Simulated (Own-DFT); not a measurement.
# Which arrangement is lower? As32Ga32, 64 atoms

All numbers below are calculated, not measured. They come from Own-DFT, an in-house plane-wave density functional program, since retired, whose code no person has reviewed. Each row is one single-point run on a periodic cell that was not relaxed, without spin or spin-orbit coupling.

Settings of every run: PBE; PseudoDojo norm-conserving scalar-relativistic files; cutoff 42 hartree; 3 x 3 x 3 k mesh centred on Gamma; Fermi-Dirac smearing of 0.1 eV.

Known limits, some of them of some rows only: not probed for a lower state with spin; forces on such cells failed a check on a denser k mesh; forces not confirmed at this smearing and k mesh; stress not checked against mesh or cutoff.

All cells hold the same atoms in the same cell, with vectors in Å (11.307, 0.000, 0.000); (0.000, 11.307, 0.000); (0.000, 0.000, 11.307). Every atom was moved at random from its ideal site; u is the rms move along one axis. The defect's site can differ from row to row. E is the free energy of the cell above the lowest run. The arrangements:

- A: zincblende GaAs
- B: zincblende GaAs, with one As on a Ga site and one Ga on an As site, 2.4 Å apart

| arrangement | u (Å) | E (eV) | P (GPa) |
|---|---|---|---|
| A | 0.0199 | 0.010 | 3.52 |
| A | 0.0209 | 0.000 | 3.51 |
| A | 0.0221 | 0.072 | 3.53 |
| A | 0.0482 | 2.099 | 3.98 |
| A | 0.0503 | 2.068 | 3.95 |
| A | 0.0516 | 2.335 | 4.01 |
| B | 0.0276 | 2.922 | 3.89 |
| B | 0.0286 | 3.004 | 3.92 |
| B | 0.0318 | 3.140 | 3.96 |
| B | 0.0481 | 4.801 | 4.36 |
| B | 0.0500 | 5.111 | 4.37 |
| B | 0.0505 | 4.625 | 4.26 |

Question: once the cost of the random moves is taken out, how do the arrangements rank?

## Worked answer

Fit E = a + b u², with one b for all and one a for each arrangement, and with residuals divided by u², since the noise grows with the moves. Then b = 1069 eV/Å², the scatter at u = 0.04 Å is 0.12 eV, and against A:

- B: 2.56 ± 0.05 eV (higher)

These are energies of unrelaxed cells. Relaxing the atoms lowers the strained arrangements most, so the gaps would shrink and small ones could change sign.
